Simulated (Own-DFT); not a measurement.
# From a pressure shift to a lattice shift: D0_22 TiAl3, 40 atoms (Al30Ti10)

Everything here is calculated. The program is Own-DFT (plane waves, in-house, since retired, never reviewed by a person); positions were held fixed, and spin and spin-orbit coupling were off.

Known weak points: forces on such cells failed a check on a denser k mesh; stress not checked against mesh or cutoff.

Each geometry was run with PBE and with PBEsol, otherwise alike: PseudoDojo norm-conserving scalar-relativistic files made for PBE; cutoff 42 hartree; 4 x 4 x 4 k mesh centred on Gamma; cold (Marzari-Vanderbilt) smearing of 0.2 eV. Unstrained cell vectors in Å: (-2.365, -6.981, 4.326); (-7.667, 3.491, 1.442); (-2.950, -3.488, -7.241). Each has a uniform strain, of which the change of volume is shown, and random moves of rms u per axis.

| run | volume change (%) | u (Å) | P with PBE (GPa) | P with PBEsol (GPa) |
|---|---|---|---|---|
| 1 | 0.92 | 0.0516 | 1.67 | -0.21 |
| 2 | 2.04 | 0.0478 | 0.33 | -1.53 |
| 3 | 2.10 | 0.0520 | 0.61 | -1.25 |
| 4 | 1.80 | 0.0491 | 0.88 | -0.98 |
| 5 | 1.06 | 0.0504 | 1.50 | -0.38 |
| 6 | -1.04 | 0.0506 | 4.10 | 2.16 |
| 7 | -0.73 | 0.0521 | 4.02 | 2.09 |
| 8 | -4.33 | 0.0519 | 8.78 | 6.77 |
| 9 | 1.84 | 0.0492 | 0.62 | -1.24 |
| 10 | 1.58 | 0.0530 | 1.04 | ? |

Asked: by how much does PBEsol shrink this cell, and what belongs in the blank?

## Working it out

Write v for the change of volume as a fraction. Fitted to v and u², the PBE pressure has a slope of -128 ± 4 GPa in v, with the ions held to the strained lattice. The difference PBEsol less PBE is -1.91 + 2.4 v GPa (slope ± 0.1) and averages -1.90 GPa. Divided by the mean slope of the two, 126 GPa, that makes PBEsol's volume at a given pressure, near 2 GPa, about 1.5 % smaller, or 0.50 % in lengths. At one volume PBEsol's slope is the smaller by 2 GPa, but its pressure there is lower too. If stiffness rises by about 4 GPa for each GPa, PBEsol at equal pressure is stiffer by about 5 GPa. Files made for PBEsol would give a different shift.

For run 10 the line gives -0.83 GPa. The hidden result is -0.82 GPa.
